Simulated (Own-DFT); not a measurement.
Simulation results for Si36C35 (2H silicon carbide with one vacancy, atoms displaced), In33P31 (zincblende with substituted atoms, atoms displaced)

All values are calculated (Own-DFT development build). A calculation, not a measurement: plane-wave PBE density functional theory by an unreviewed code, no spin, of a simulated periodic cell, stress positive in tension, free energy of the whole cell less one offset for each atom, not probed for a lower state with spin; forces on such cells moved up to 12 meV/angstrom on a denser k mesh; offsets are fitted by least squares, one for each functional and potential file, so energies compare only between cells with the same atoms and settings and are not formation energies; the far tail of each file's local potential was reset to the Coulomb form; each entry is a single point on an unrelaxed cell, so the pressure reflects the starting lattice, mostly measured values (interpolated for alloys), from which strain is counted, and rises with the displacements; printed positions are rounded, which can move forces by about a meV/angstrom; the program, named Own-DFT, is a retired in-house code; no spin-orbit coupling; before rounding, a Quantum ESPRESSO 7.3.1 run of the same cell and cutoff gave forces within 1 meV/angstrom rms on each cell, which checks the program and not the settings.

Common to all runs: functional PBE; potential files PseudoDojo norm-conserving, scalar-relativistic, standard set; occupations Fermi-Dirac; smearing width 0.1 eV.

```json
{"entry": 1, "formula": "Si36C35", "kind": "2H silicon carbide with one vacancy, atoms displaced", "structure": {"cell_angstrom": [[9.2481, 0.0, 0.0], [-4.6241, 8.0091, 0.0], [0.0, 0.0, 10.0681]], "atoms_fractional": [["Si", 0.99934, 0.00127, 0.00862], ["Si", 0.1132, 0.22082, 0.25046], ["C", 0.00051, 0.99494, 0.18945], ["Si", 0.99766, 0.99891, 0.50432], ["Si", 0.11676, 0.2293, 0.74786], ["C", 0.99324, 0.00061, 0.68751], ["C", 0.11862, 0.22426, 0.93822], ["Si", 0.00218, 0.33626, 0.00264], ["Si", 0.11651, 0.55896, 0.24719], ["C", 0.00345, 0.34145, 0.18869], ["C", 0.11223, 0.55551, 0.4339], ["Si", 0.00161, 0.33438, 0.49641], ["Si", 0.10879, 0.55759, 0.75101], ["C", 0.99569, 0.33251, 0.6884], ["C", 0.10924, 0.55777, 0.93595], ["Si", 0.00428, 0.67215, 0.00418], ["Si", 0.11324, 0.8914, 0.24838], ["C", 0.00166, 0.67082, 0.18427], ["C", 0.10881, 0.88936, 0.44107], ["Si", 0.00292, 0.67321, 0.50108], ["Si", 0.10988, 0.88374, 0.74891], ["C", 0.99619, 0.66848, 0.68849], ["C", 0.10743, 0.89272, 0.9358], ["Si", 0.33439, 0.99759, 0.0013], ["Si", 0.43964, 0.22139, 0.25557], ["C", 0.33749, 0.00437, 0.18771], ["C", 0.44239, 0.22332, 0.43783], ["Si", 0.33092, 0.9998, 0.50032], ["Si", 0.45213, 0.22355, 0.75179], ["C", 0.33384, 0.00025, 0.68763], ["C", 0.43763, 0.21958, 0.94073], ["Si", 0.32861, 0.32643, 0.99801], ["Si", 0.44267, 0.55478, 0.24821], ["C", 0.3361, 0.33241, 0.18964], ["C", 0.44779, 0.55432, 0.44038], ["Si", 0.33176, 0.33065, 0.50354], ["Si", 0.44131, 0.55834, 0.75126], ["C", 0.3342, 0.33129, 0.68806], ["C", 0.44124, 0.55353, 0.93913], ["Si", 0.34314, 0.66769, 0.99897], ["Si", 0.44718, 0.88682, 0.25034], ["C", 0.33453, 0.66516, 0.18669], ["C", 0.43977, 0.88492, 0.43848], ["Si", 0.33806, 0.66522, 0.50288], ["Si", 0.44019, 0.87875, 0.75169], ["C", 0.33462, 0.67566, 0.68726], ["C", 0.44315, 0.88333, 0.93848], ["Si", 0.66991, 0.00333, 0.00204], ["Si", 0.77635, 0.22241, 0.2509], ["C", 0.66671, 0.00416, 0.18257], ["C", 0.77726, 0.22412, 0.43521], ["Si", 0.66513, 0.99778, 0.49661], ["Si", 0.77879, 0.21864, 0.75089], ["C", 0.66367, 0.99825, 0.68802], ["C", 0.77767, 0.22408, 0.94646], ["Si", 0.66877, 0.3293, 7e-05], ["Si", 0.77789, 0.55571, 0.24361], ["C", 0.66859, 0.33871, 0.17956], ["C", 0.77709, 0.55256, 0.43445], ["Si", 0.66266, 0.33467, 0.49531], ["Si", 0.77712, 0.55337, 0.75156], ["C", 0.67145, 0.34014, 0.68878], ["C", 0.78614, 0.56061, 0.9346], ["Si", 0.66542, 0.668, 0.00199], ["Si", 0.78497, 0.88939, 0.25134], ["C", 0.67008, 0.67573, 0.18617], ["C", 0.7856, 0.89202, 0.43522], ["Si", 0.66556, 0.66779, 0.50377], ["Si", 0.7746, 0.8876, 0.7514], ["C", 0.66508, 0.67091, 0.6863], ["C", 0.77312, 0.89003, 0.93553]]}, "settings": {"wave_cutoff [hartree]": 42.0, "k_mesh": "4 x 4 x 3 centred on Gamma"}, "results": {"free_energy_of_cell_above_offsets [eV]": "-5.844", "pressure [GPa]": 3.79, "stress_xx [GPa]": -1.43, "stress_yy [GPa]": -2.95, "stress_zz [GPa]": -7.01, "stress_yz [GPa]": -0.81, "stress_xz [GPa]": 0.35, "stress_xy [GPa]": -0.19, "force_element": ["Si", "Si", "C", "Si", "Si", "C", "C", "Si", "Si", "C", "C", "Si", "Si", "C", "C", "Si", "Si", "C", "C", "Si", "Si", "C", "C", "Si", "Si", "C", "C", "Si", "Si", "C", "C", "Si", "Si", "C", "C", "Si", "Si", "C", "C", "Si", "Si", "C", "C", "Si", "Si", "C", "C", "Si", "Si", "C", "C", "Si", "Si", "C", "C", "Si", "Si", "C", "C", "Si", "Si", "C", "C", "Si", "Si", "C", "C", "Si", "Si", "C", "C"], "force_x [eV/angstrom]": [-0.104, -0.736, -0.261, 0.458, -0.6, 1.187, -2.296, 0.375, -0.846, 0.297, 0.377, 0.022, -0.149, 0.934, 1.061, -0.192, 0.726, 0.485, 0.326, -0.232, -0.866, 0.719, 1.026, -0.738, 1.367, -0.026, 0.042, 0.36, -1.039, 0.265, 2.019, 0.721, 0.784, -0.677, -0.755, -0.581, 0.684, 0.337, 1.156, -2.243, -0.515, 0.15, 0.587, -1.087, -0.341, 0.07, 0.1, -0.557, -0.02, 0.98, -0.043, 0.07, -0.922, -0.015, 1.122, -1.75, -0.137, -0.266, -0.266, 0.98, -0.571, 0.203, -1.18, 0.673, -1.571, -0.009, -1.378, 1.198, -0.023, 0.277, 0.852], "force_y [eV/angstrom]": [-0.117, 0.392, 1.133, 0.681, -1.443, 0.247, -0.626, 0.154, 0.186, -1.421, 0.614, -0.215, -0.129, 0.697, 0.188, -0.09, -0.519, -0.15, 0.816, -1.827, 1.716, -0.526, -0.297, -0.013, 0.521, -0.882, -0.734, -0.067, -0.394, -0.215, -0.008, 1.412, 0.217, 0.208, -0.071, 0.243, -0.346, 0.878, -0.472, -0.54, 0.391, 0.486, 0.465, -0.18, 3.276, -3.136, 1.115, -0.614, 0.797, -0.597, -0.678, 0.466, 0.352, -0.099, -0.66, 1.435, 0.428, -0.938, 1.079, 0.253, 1.249, -1.492, -0.774, -0.092, 0.509, -1.481, -0.314, -0.239, 0.57, -0.916, 0.132], "force_z [eV/angstrom]": [-2.602, 0.431, 0.206, -0.253, 0.373, 0.622, -0.027, -0.565, 0.324, 0.112, 0.821, 0.347, -0.4, -0.272, 0.764, -1.841, 0.716, 1.348, -1.063, -0.267, 0.27, -0.518, 0.829, -0.617, -1.577, 0.561, 0.377, 0.252, 0.053, 0.309, -0.663, 0.915, 0.644, -0.416, -0.626, -0.288, -0.367, 0.504, -0.309, 0.334, -0.181, -0.097, -0.314, -0.942, 0.145, -0.088, 0.054, -0.99, -0.958, 1.961, 0.452, 0.49, 0.341, -0.216, -1.958, -0.794, 0.673, 2.366, 0.117, 1.083, -0.271, -0.571, 1.256, -1.092, -0.372, 0.415, 0.405, -1.05, -0.356, 0.959, 1.09]}}
{"entry": 2, "formula": "Si36C35", "kind": "2H silicon carbide with one vacancy, atoms displaced", "structure": {"cell_angstrom": [[9.2481, 0.0, 0.0], [-4.6241, 8.0091, 0.0], [0.0, 0.0, 10.0681]], "atoms_fractional": [["Si", 0.00222, 0.00125, 0.99692], ["Si", 0.11598, 0.22107, 0.2512], ["C", 0.99659, 0.00064, 0.18212], ["C", 0.1141, 0.22447, 0.43793], ["Si", 0.99922, 0.99283, 0.49726], ["Si", 0.10625, 0.22362, 0.74391], ["C", 0.99705, 0.00214, 0.68433], ["C", 0.11745, 0.22251, 0.93532], ["Si", 0.99369, 0.32201, 0.0033], ["Si", 0.11341, 0.55739, 0.24677], ["C", 0.99611, 0.327, 0.18925], ["C", 0.11797, 0.56401, 0.43464], ["Si", 0.00083, 0.33604, 0.49951], ["Si", 0.10395, 0.55416, 0.74756], ["C", 0.00853, 0.34298, 0.6841], ["C", 0.10386, 0.55414, 0.93575], ["Si", 0.00337, 0.6719, 0.99775], ["Si", 0.10334, 0.88432, 0.24615], ["C", 0.00023, 0.66581, 0.18503], ["C", 0.11474, 0.8895, 0.43647], ["Si", 0.00025, 0.66684, 0.49816], ["Si", 0.112, 0.89026, 0.75282], ["C", 0.0027, 0.66774, 0.69027], ["C", 0.1043, 0.88508, 0.93125], ["Si", 0.3425, 0.00719, 0.00071], ["Si", 0.44287, 0.2208, 0.24978], ["C", 0.33393, 0.00085, 0.18834], ["C", 0.44385, 0.22358, 0.4357], ["Si", 0.33245, 2e-05, 0.5047], ["Si", 0.44404, 0.21963, 0.75457], ["C", 0.33406, 0.99938, 0.68747], ["C", 0.44306, 0.21926, 0.9441], ["Si", 0.33169, 0.33054, 0.00155], ["Si", 0.43957, 0.55683, 0.25297], ["C", 0.44743, 0.55233, 0.43445], ["Si", 0.33597, 0.33785, 0.49942], ["Si", 0.44224, 0.56292, 0.75049], ["C", 0.32994, 0.32916, 0.69127], ["C", 0.45152, 0.55755, 0.93258], ["Si", 0.33338, 0.66623, 0.00263], ["Si", 0.44239, 0.88437, 0.25175], ["C", 0.33291, 0.66261, 0.19139], ["C", 0.44415, 0.88479, 0.43749], ["Si", 0.33344, 0.66527, 0.50233], ["Si", 0.44462, 0.89204, 0.75416], ["C", 0.33091, 0.66945, 0.69456], ["C", 0.44889, 0.88841, 0.93756], ["Si", 0.66342, 0.00087, 0.00085], ["Si", 0.7823, 0.21982, 0.25194], ["C", 0.65798, 0.99255, 0.18763], ["C", 0.78204, 0.22218, 0.43723], ["Si", 0.65805, 0.99429, 0.50697], ["Si", 0.77947, 0.2162, 0.74586], ["C", 0.67325, 0.00321, 0.68925], ["C", 0.7789, 0.21532, 0.94053], ["Si", 0.66904, 0.33502, 0.99573], ["Si", 0.77253, 0.55743, 0.25408], ["C", 0.66548, 0.33039, 0.18574], ["C", 0.77963, 0.5512, 0.43503], ["Si", 0.66674, 0.33491, 0.50287], ["Si", 0.77468, 0.55859, 0.74996], ["C", 0.66593, 0.33946, 0.68649], ["C", 0.78166, 0.55547, 0.93711], ["Si", 0.66732, 0.66679, 0.99913], ["Si", 0.77494, 0.88698, 0.25152], ["C", 0.67186, 0.66829, 0.18572], ["C", 0.77514, 0.88267, 0.44501], ["Si", 0.66165, 0.66909, 0.502], ["Si", 0.78323, 0.89336, 0.75281], ["C", 0.66914, 0.66692, 0.68715], ["C", 0.77643, 0.88876, 0.93963]]}, "settings": {"wave_cutoff [hartree]": 42.0, "k_mesh": "4 x 4 x 3 centred on Gamma"}, "results": {"free_energy_of_cell_above_offsets [eV]": "-5.657", "pressure [GPa]": 3.76, "stress_xx [GPa]": -1.51, "stress_yy [GPa]": -3.11, "stress_zz [GPa]": -6.67, "stress_yz [GPa]": 0.07, "stress_xz [GPa]": -0.85, "stress_xy [GPa]": -0.11, "force_element": ["Si", "Si", "C", "C", "Si", "Si", "C", "C", "Si", "Si", "C", "C", "Si", "Si", "C", "C", "Si", "Si", "C", "C", "Si", "Si", "C", "C", "Si", "Si", "C", "C", "Si", "Si", "C", "C", "Si", "Si", "C", "Si", "Si", "C", "C", "Si", "Si", "C", "C", "Si", "Si", "C", "C", "Si", "Si", "C", "C", "Si", "Si", "C", "C", "Si", "Si", "C", "C", "Si", "Si", "C", "C", "Si", "Si", "C", "C", "Si", "Si", "C", "C"], "force_x [eV/angstrom]": [-0.48, -0.024, 0.565, -0.228, -0.426, 1.333, 1.069, -1.502, 0.787, -0.687, 1.151, -0.309, 0.464, 0.997, -1.155, 1.376, -0.254, 0.999, -0.445, -0.527, 0.12, -0.43, -1.322, 1.305, -0.887, 0.117, -0.519, 0.325, 0.391, -0.492, -0.132, 0.532, 0.283, 1.746, -1.156, 0.22, 1.289, 0.182, -1.189, -0.023, -0.42, -0.667, -0.606, 0.171, 0.541, -0.06, -1.27, 1.141, -1.719, 0.906, -0.913, 1.496, -0.616, -1.144, -1.037, 0.427, 1.556, -0.014, -0.971, 0.243, 1.222, 0.808, -0.824, 0.588, -0.304, -1.478, -0.48, 1.835, -0.313, -1.38, 0.219], "force_y [eV/angstrom]": [-0.184, 0.315, -0.198, -0.594, 1.187, 0.032, -0.241, -0.303, 1.653, -0.783, 1.052, -1.27, 0.254, 0.848, -1.568, -0.507, -1.167, 0.865, -0.106, -0.345, 0.093, -0.047, 0.324, 1.383, -2.205, 0.12, -0.803, -0.287, 0.202, 0.742, 0.219, 1.059, 0.991, -0.659, 0.93, -1.309, -1.484, 1.104, -0.271, -0.706, 0.65, 0.568, 0.388, 0.135, -0.277, 0.166, 0.065, -0.868, -0.695, 0.842, -0.564, 1.007, 2.318, -1.268, 0.763, -0.227, -1.167, 0.682, 0.999, -0.501, -0.163, -1.266, 0.223, -0.07, 0.243, -0.393, 1.276, -1.239, -1.038, 0.693, 0.385], "force_z [eV/angstrom]": [-0.193, -0.268, 1.068, 0.174, 0.313, 0.701, 0.429, -0.128, -0.633, 0.351, -0.17, 0.369, -0.9, 1.195, 0.194, 0.773, 0.192, 0.201, 0.296, -0.126, 0.371, -1.648, -1.098, 1.861, 0.34, -0.142, -0.129, 0.809, -1.564, -0.644, 0.924, -1.35, 0.161, -0.889, 1.304, 0.649, -0.448, -0.676, 1.717, -0.922, 0.026, -1.128, 0.781, 0.07, -0.638, -1.278, 0.536, 0.372, -0.086, 0.362, 0.949, -1.58, 0.865, 0.247, -1.326, 1.018, -1.458, 0.21, 1.243, -1.228, 0.139, 1.002, -0.107, -0.097, 0.127, 0.376, -1.564, -0.113, -0.251, 0.292, -0.226]}}
{"entry": 3, "formula": "In33P31", "kind": "zincblende with substituted atoms, atoms displaced", "structure": {"cell_angstrom": [[11.7374, 0.0, 0.0], [0.0, 11.7374, 0.0], [0.0, 0.0, 11.7374]], "atoms_fractional": [["In", 0.00188, 0.996, 0.99416], ["In", 0.00093, 0.25144, 0.25281], ["In", 0.24962, 0.00224, 0.25364], ["In", 0.24793, 0.24854, 0.99877], ["P", 0.12579, 0.12421, 0.12538], ["P", 0.12564, 0.3738, 0.37593], ["P", 0.37789, 0.12056, 0.37476], ["P", 0.37971, 0.37441, 0.12532], ["In", 0.99811, 0.99924, 0.49798], ["In", 0.99912, 0.24355, 0.75124], ["In", 0.25207, 0.0008, 0.7439], ["In", 0.25317, 0.25311, 0.4989], ["P", 0.12218, 0.12795, 0.62545], ["P", 0.12531, 0.37856, 0.87637], ["P", 0.37242, 0.12488, 0.87411], ["P", 0.37708, 0.3754, 0.62545], ["In", 0.0018, 0.50074, 0.99898], ["In", 0.99712, 0.7454, 0.24987], ["In", 0.25246, 0.50173, 0.25103], ["In", 0.249, 0.75115, 0.99713], ["P", 0.12707, 0.62373, 0.12377], ["P", 0.12585, 0.87663, 0.37375], ["P", 0.37398, 0.63316, 0.37564], ["P", 0.37398, 0.87196, 0.12114], ["In", 0.0001, 0.50385, 0.49888], ["In", 0.99993, 0.75586, 0.75001], ["In", 0.24767, 0.50066, 0.75205], ["In", 0.24837, 0.75316, 0.4999], ["P", 0.12024, 0.6225, 0.62509], ["P", 0.12884, 0.87727, 0.87716], ["P", 0.37306, 0.62654, 0.87091], ["P", 0.36668, 0.87357, 0.62611], ["In", 0.4971, 0.99928, 0.00093], ["In", 0.49793, 0.25291, 0.25251], ["In", 0.75531, 0.00048, 0.25005], ["In", 0.74205, 0.24822, 7e-05], ["P", 0.62305, 0.12458, 0.1245], ["P", 0.6235, 0.37202, 0.37277], ["P", 0.87312, 0.12395, 0.3745], ["P", 0.87223, 0.3776, 0.1274], ["In", 0.50021, 0.99585, 0.50157], ["In", 0.50038, 0.25138, 0.75195], ["In", 0.75166, 0.99727, 0.74841], ["In", 0.7538, 0.25334, 0.50168], ["P", 0.62491, 0.12662, 0.62087], ["P", 0.62274, 0.37907, 0.87651], ["P", 0.87452, 0.12371, 0.87439], ["P", 0.87378, 0.37231, 0.62523], ["In", 0.49974, 0.5033, 0.99652], ["In", 0.5001, 0.74632, 0.24902], ["In", 0.74945, 0.49763, 0.24682], ["In", 0.75059, 0.75051, 0.99836], ["P", 0.62357, 0.63097, 0.12127], ["P", 0.62212, 0.87329, 0.37262], ["P", 0.87908, 0.62631, 0.37358], ["P", 0.87259, 0.8738, 0.12608], ["In", 0.50245, 0.50083, 0.50287], ["In", 0.49991, 0.74531, 0.75052], ["In", 0.74822, 0.50054, 0.74931], ["In", 0.75223, 0.75401, 0.501], ["In", 0.62819, 0.62566, 0.62855], ["P", 0.61897, 0.87181, 0.86978], ["P", 0.87645, 0.6243, 0.87552], ["P", 0.87392, 0.87666, 0.62158]]}, "settings": {"wave_cutoff [hartree]": 36.0, "k_mesh": "3 x 3 x 3 centred on Gamma"}, "results": {}}
```

**Q.** What stress xx does the calculation give for In33P31 (zincblende with substituted atoms, atoms displaced) (entry 3)?
**A.** -4.2 GPa

**Q.** What stress yy does the calculation give for In33P31 (zincblende with substituted atoms, atoms displaced) (entry 3)?
**A.** -4.17 GPa

Further results for In33P31 (zincblende with substituted atoms, atoms displaced) (entry 3):

- free energy of cell above offsets: -32.176 eV
- pressure: 4.18 GPa
- stress zz: -4.18 GPa
- stress yz: -0.25 GPa
- stress xz: 0.04 GPa
- stress xy: -0.03 GPa

Force:
| element | x (eV/Å) | y (eV/Å) | z (eV/Å) |
| --- | --- | --- | --- |
| In | -0.339 | 0.367 | 0.796 |
| In | -0.176 | -0.164 | -0.363 |
| In | 0.195 | -0.294 | -0.59 |
| In | 0.184 | 0.275 | 0.237 |
| P | -0.362 | -0.015 | -0.06 |
| P | 0.104 | 0.418 | -0.013 |
| P | -0.107 | 0.478 | 0.262 |
| P | -0.554 | 0.255 | -0.287 |
| In | 0.336 | 0.252 | 0.026 |
| In | 0.044 | 0.797 | 0.111 |
| In | -0.506 | 0.421 | 0.475 |
| In | -0.023 | -0.445 | 0.098 |
| P | 0.392 | -0.316 | -0.501 |
| P | -0.25 | -0.685 | -0.215 |
| P | 0.209 | -0.021 | -0.075 |
| P | -0.332 | 0.093 | 0.134 |
| In | -0.281 | -0.049 | 0.358 |
| In | 0.64 | 0.536 | -0.368 |
| In | 0.073 | -0.156 | -0.018 |
| In | 0.103 | -0.361 | 0.253 |
| P | -0.055 | 0.18 | 0.071 |
| P | -0.473 | -0.263 | -0.077 |
| P | 0.014 | -0.869 | 0.18 |
| P | -0.087 | 0.254 | 0.595 |
| In | -0.208 | -0.664 | 0.058 |
| In | 0.005 | -0.311 | 0.073 |
| In | 0.144 | -0.071 | -0.48 |
| In | -0.478 | -0.375 | 0.082 |
| P | 0.49 | 0.579 | 0.166 |
| P | -0.035 | -0.1 | -0.808 |
| P | -0.221 | -0.163 | 0.5 |
| P | 1.044 | -0.124 | -0.054 |
| In | 0.151 | 0.002 | -0.213 |
| In | 0.103 | -0.607 | -0.235 |
| In | -0.797 | -0.051 | -0.099 |
| In | 0.597 | 0.241 | 0.014 |
| P | -0.105 | -0.242 | 0.395 |
| P | 0.32 | 0.422 | 0.321 |
| P | 0.271 | 0.345 | 0.163 |
| P | 0.44 | -0.628 | -0.682 |
| In | -0.067 | -0.055 | 0.138 |
| In | 0.075 | -0.225 | -0.117 |
| In | -0.546 | 0.267 | 0.013 |
| In | -0.469 | -0.314 | -0.397 |
| P | 0.038 | -0.148 | 0.447 |
| P | 0.249 | -0.395 | -0.155 |
| P | -0.355 | -0.034 | 0.353 |
| P | 0.624 | 0.413 | 0.31 |
| In | -0.235 | 0.149 | 0.354 |
| In | -0.127 | 0.49 | -0.19 |
| In | -0.413 | 0.661 | 0.367 |
| In | -0.114 | 0.192 | -0.299 |
| P | 0.223 | -0.73 | 0.185 |
| P | 0.427 | 0.236 | -0.054 |
| P | -0.885 | -0.307 | 0.142 |
| P | 0.492 | 0.024 | -0.34 |
| In | -1.041 | -0.764 | -1.327 |
| In | -1.491 | 1.338 | 0.48 |
| In | 1.57 | -1.416 | 1.306 |
| In | 0.507 | 0.386 | -1.29 |
| In | 0.025 | 0.422 | -0.897 |
| P | 0.563 | 0.569 | 0.561 |
| P | 0.039 | 0.191 | -0.136 |
| P | 0.442 | 0.105 | 0.318 |
